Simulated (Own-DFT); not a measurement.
Simulation results for GaP (zincblende, strained, atoms displaced)

A calculation, not a measurement: plane-wave PBE density functional theory by an unreviewed code, no spin, of a simulated periodic cell, stress positive in tension, free energy of the whole cell less one offset for each atom, forces on such cells passed a denser k mesh, this cell's mesh not checked; offsets are fitted by least squares, one for each functional and potential file, so energies compare only between cells with the same atoms and settings and are not formation energies; the far tail of each file's local potential was reset to the Coulomb form; each entry is a single point on an unrelaxed cell, so the pressure reflects the starting lattice, mostly measured values (interpolated for alloys), from which strain is counted, and rises with the displacements; printed positions are rounded, which can move forces by about a meV/angstrom; the program, named Own-DFT, is a retired in-house code; no spin-orbit coupling. Program: Own-DFT development build.

Common to all runs: functional PBE; potential files PseudoDojo norm-conserving, scalar-relativistic, standard set; wave cutoff 42 hartree; occupations Fermi-Dirac; smearing width 0.1 eV; k mesh 3 x 3 x 3 centred on Gamma.

(1) GaP (zincblende, strained, atoms displaced)

```
cell vectors (Å)
  10.8926     0.0600     0.0018
   0.0600    10.7680    -0.0300
   0.0018    -0.0300    10.9129
atoms (fractions of the cell vectors)
Ga  0.00445  0.99646  0.00657
Ga  0.99371  0.25679  0.25260
Ga  0.24798  0.99912  0.24709
Ga  0.24439  0.24334  0.99648
P   0.12924  0.12949  0.12385
P   0.12162  0.38300  0.37710
P   0.37385  0.12282  0.37679
P   0.38109  0.37697  0.12842
Ga  0.00432  0.99951  0.49781
Ga  0.00253  0.26171  0.74824
Ga  0.24685  0.00560  0.75158
Ga  0.25252  0.24640  0.50118
P   0.12368  0.12297  0.61636
P   0.11646  0.37506  0.87673
P   0.37992  0.12290  0.87108
P   0.37719  0.38136  0.62067
Ga  0.99985  0.50320  0.99700
Ga  0.99115  0.75285  0.25199
Ga  0.24385  0.50224  0.25481
Ga  0.24500  0.75612  0.99406
P   0.13282  0.63223  0.14148
P   0.13185  0.87953  0.38036
P   0.37623  0.62171  0.37096
P   0.37487  0.87582  0.12130
Ga  0.99997  0.49785  0.49780
Ga  0.00248  0.75422  0.75016
Ga  0.25570  0.50253  0.75525
Ga  0.24687  0.74548  0.49630
P   0.11889  0.62360  0.62059
P   0.13111  0.87227  0.87034
P   0.37884  0.61850  0.86930
P   0.37071  0.86456  0.62193
Ga  0.49894  0.99410  0.99514
Ga  0.50139  0.24994  0.25419
Ga  0.74740  0.99726  0.25370
Ga  0.74838  0.25176  0.99211
P   0.62557  0.12852  0.12861
P   0.62671  0.36233  0.37703
P   0.88082  0.13322  0.36815
P   0.86917  0.37583  0.12034
Ga  0.49706  0.00466  0.50009
Ga  0.50003  0.25639  0.74638
Ga  0.74755  0.99424  0.74712
Ga  0.74540  0.25077  0.49546
P   0.62099  0.13323  0.63293
P   0.62647  0.37657  0.87318
P   0.87809  0.11462  0.87940
P   0.86301  0.38064  0.62206
Ga  0.49559  0.50537  0.00357
Ga  0.48664  0.75133  0.24528
Ga  0.74958  0.50154  0.25485
Ga  0.75539  0.75141  0.01004
P   0.62303  0.63678  0.12511
P   0.63185  0.87484  0.38124
P   0.87069  0.62818  0.37788
P   0.86847  0.87041  0.12667
Ga  0.51037  0.49861  0.49498
Ga  0.50626  0.74689  0.75036
Ga  0.75009  0.49569  0.74997
Ga  0.75026  0.74674  0.50265
P   0.62678  0.62616  0.62933
P   0.61465  0.87414  0.87416
P   0.87643  0.62896  0.87937
P   0.87519  0.87736  0.62189
```

It finds free energy of cell above offsets -32.627 eV; pressure 4.41 GPa; stress xx -4.11 GPa; stress yy -5 GPa; stress zz -4.12 GPa; stress yz -0.37 GPa; stress xz -0.05 GPa; stress xy 1.12 GPa.

Force:
```tsv
element	x (eV/Å)	y (eV/Å)	z (eV/Å)
Ga	-0.079	-0.247	-0.133
Ga	0.967	0.586	-1.01
Ga	0.331	0.244	0.153
Ga	1.2	0.887	-0.208
P	-1.007	-0.415	0.857
P	0.574	-1.519	-0.286
P	-0.024	0.243	-0.838
P	-1.249	-0.303	-0.191
Ga	-0.929	0.293	-0.24
Ga	-1.116	-1.447	-0.691
Ga	0.587	-0.458	-0.797
Ga	-0.209	0.751	-0.129
P	0.044	0.882	1.335
P	1.657	0.445	-0.054
P	-0.461	0.606	0.051
P	-0.281	-0.29	0.015
Ga	0.1	0.406	1.455
Ga	0.809	0.091	0.635
Ga	1.183	-0.769	-0.117
Ga	1.043	-1.366	0.875
P	-1.228	0.252	-2.168
P	-0.871	-0.596	-1.169
P	0.143	-0.009	0.604
P	-0.656	0.372	-0.342
Ga	-1.055	0.542	0.61
Ga	-0.488	-0.378	-0.231
Ga	-1.325	-0.657	-0.97
Ga	0.326	-0.403	0.305
P	0.668	-0.037	0.677
P	-1.052	1.012	0.118
P	-0.138	1.403	0.964
P	0.435	0.972	0.466
Ga	-0.009	1.195	1.098
Ga	-0.626	-0.464	-0.339
Ga	0.204	0.666	-0.099
Ga	0.194	-0.77	0.53
P	-0.076	-0.642	-0.814
P	-0.262	1.91	-0.929
P	-0.857	-1.457	1.104
P	0.382	0.454	0.129
Ga	0.428	-0.747	0.774
Ga	-0.578	0.407	0.674
Ga	-0.197	0.565	0.536
Ga	0.944	-1.168	1.193
P	0.801	-1.161	-1.235
P	-0.715	0.326	0.33
P	-0.086	0.795	-0.813
P	1.477	-0.849	-0.495
Ga	0.886	-0.32	0.059
Ga	1.198	0.207	0.84
Ga	-0.511	-0.093	-0.525
Ga	-1.205	-0.328	-1.632
P	-0.101	-1.237	0.413
P	-1.385	-0.014	-0.429
P	0.576	-0.598	-0.178
P	1.262	1.503	0.428
Ga	-0.484	0.355	0.303
Ga	-1.245	0.161	-0.283
Ga	-0.175	1.121	0.781
Ga	-0.101	0.319	0.486
P	0.351	-0.543	-0.644
P	2.024	-0.512	0.015
P	-0.244	0.057	-0.79
P	0.227	-0.228	-0.035
```

(2) GaP (zincblende, strained, atoms displaced)

```
cell vectors (Å)
  11.0080     0.1177    -0.1312
   0.1177    10.9531    -0.2115
  -0.1312    -0.2115    10.8626
atoms (fractions of the cell vectors)
Ga  0.00689  0.99592  0.99660
Ga  0.99371  0.25086  0.25092
Ga  0.24962  0.99797  0.24236
Ga  0.25752  0.24957  0.98689
P   0.13363  0.11825  0.12471
P   0.12712  0.37371  0.38318
P   0.36623  0.12485  0.37443
P   0.37297  0.37456  0.12045
Ga  0.00001  0.00541  0.50832
Ga  0.99312  0.24614  0.74720
Ga  0.24985  0.99770  0.74166
Ga  0.25107  0.25782  0.50624
P   0.12913  0.12523  0.62310
P   0.11819  0.36937  0.88209
P   0.37912  0.12030  0.87700
P   0.37842  0.37906  0.63396
Ga  0.00665  0.49711  0.00034
Ga  0.99722  0.75267  0.24963
Ga  0.24866  0.49959  0.24692
Ga  0.24641  0.74214  0.99663
P   0.12710  0.62222  0.12727
P   0.11899  0.87680  0.38130
P   0.37224  0.62422  0.37522
P   0.37896  0.86800  0.12400
Ga  0.99820  0.50157  0.50662
Ga  0.00768  0.75376  0.74475
Ga  0.25814  0.50492  0.74275
Ga  0.25151  0.75006  0.50293
P   0.12873  0.62240  0.63404
P   0.12860  0.88093  0.88494
P   0.36360  0.62516  0.86973
P   0.37559  0.87716  0.62105
Ga  0.50533  0.99991  0.00477
Ga  0.49820  0.23829  0.24682
Ga  0.75050  0.00007  0.25238
Ga  0.74793  0.25560  0.99619
P   0.62998  0.11963  0.12064
P   0.62298  0.37588  0.37043
P   0.87295  0.12883  0.37459
P   0.87074  0.38123  0.12059
Ga  0.49590  0.00076  0.49576
Ga  0.50615  0.24886  0.75128
Ga  0.74588  0.99190  0.74100
Ga  0.74872  0.24923  0.50304
P   0.62673  0.12518  0.62206
P   0.62853  0.37205  0.87578
P   0.86706  0.12468  0.87616
P   0.87554  0.37740  0.62913
Ga  0.49593  0.49927  0.99346
Ga  0.50727  0.75616  0.24679
Ga  0.74868  0.49255  0.24967
Ga  0.74805  0.75070  0.99879
P   0.62824  0.63375  0.13036
P   0.62220  0.87522  0.37994
P   0.88056  0.62525  0.36843
P   0.86924  0.87074  0.12868
Ga  0.50020  0.49546  0.50424
Ga  0.49574  0.75457  0.74454
Ga  0.74982  0.49529  0.74353
Ga  0.75005  0.75336  0.50377
P   0.62929  0.63225  0.63146
P   0.62370  0.87240  0.87573
P   0.87697  0.63460  0.87195
P   0.88214  0.86894  0.61988
```

It finds free energy of cell above offsets -32.712 eV; pressure 2.58 GPa; stress xx -2.16 GPa; stress yy -2.56 GPa; stress zz -3.03 GPa; stress yz -3.37 GPa; stress xz -1.65 GPa; stress xy 2.6 GPa.

Force:
```tsv
element	x (eV/Å)	y (eV/Å)	z (eV/Å)
Ga	-1.838	1.074	1.324
Ga	0.659	-0.112	-0.283
Ga	0.006	-1.019	1.045
Ga	-0.84	-0.151	1.126
P	-1.026	1.543	-0.653
P	-0.49	0.541	-0.91
P	0.67	0.197	0.02
P	0.624	-0.144	0.144
Ga	-0.552	-0.295	-0.914
Ga	0.277	-0.262	0.827
Ga	-0.021	0.137	1.253
Ga	0.12	-0.586	-0.027
P	-0.064	0.79	0.432
P	0.967	-0.073	-1.743
P	0.498	-0.136	-1.118
P	0.784	-0.915	-0.864
Ga	-1.264	0.932	0.122
Ga	0.329	-0.256	0.155
Ga	0.071	-0.465	0.732
Ga	-0.186	0.45	0.95
P	-0.286	0.688	-0.2
P	0.779	0.021	-0.563
P	0.818	0.106	-0.103
P	-0.274	0.566	-0.483
Ga	0.035	0.113	-0.404
Ga	-0.306	0.01	1.385
Ga	-1.613	-1.068	1.03
Ga	-0.747	-0.363	-0.373
P	-0.047	0.472	-1.399
P	0.823	-1.071	-2.133
P	2.087	0.524	0.268
P	0.256	0.108	-0.161
Ga	-0.821	-0.749	-0.379
Ga	-0.243	0.547	0.067
Ga	-0.289	-0.304	0.298
Ga	0.232	-0.821	0.801
P	0.359	0.945	0.503
P	0.003	-0.618	0.402
P	0.377	-0.261	0.338
P	0.885	-0.621	0.001
Ga	-0.222	0.4	0.204
Ga	-0.597	-0.486	0.337
Ga	0.297	0.034	0.8
Ga	-0.176	0.451	-0.362
P	-0.216	-0.181	-0.23
P	-0.369	1.142	-0.632
P	0.774	-0.65	-0.596
P	0.279	-0.463	-1.037
Ga	0.146	0.497	0.735
Ga	-1.002	-0.628	0.89
Ga	-0.278	1.03	0.325
Ga	-0.049	-0.353	0.146
P	0.115	-1.437	-1.144
P	0.783	0.449	-0.244
P	-0.69	-0.268	0.842
P	0.815	0.758	-0.653
Ga	0.01	0.836	-0.258
Ga	-0.154	-0.346	0.903
Ga	-0.189	0.964	1.418
Ga	0.007	-0.916	-0.809
P	-0.317	-0.741	-0.872
P	-0.02	0.357	-0.521
P	0.386	-1.031	-0.113
P	-0.087	1.109	0.359
```
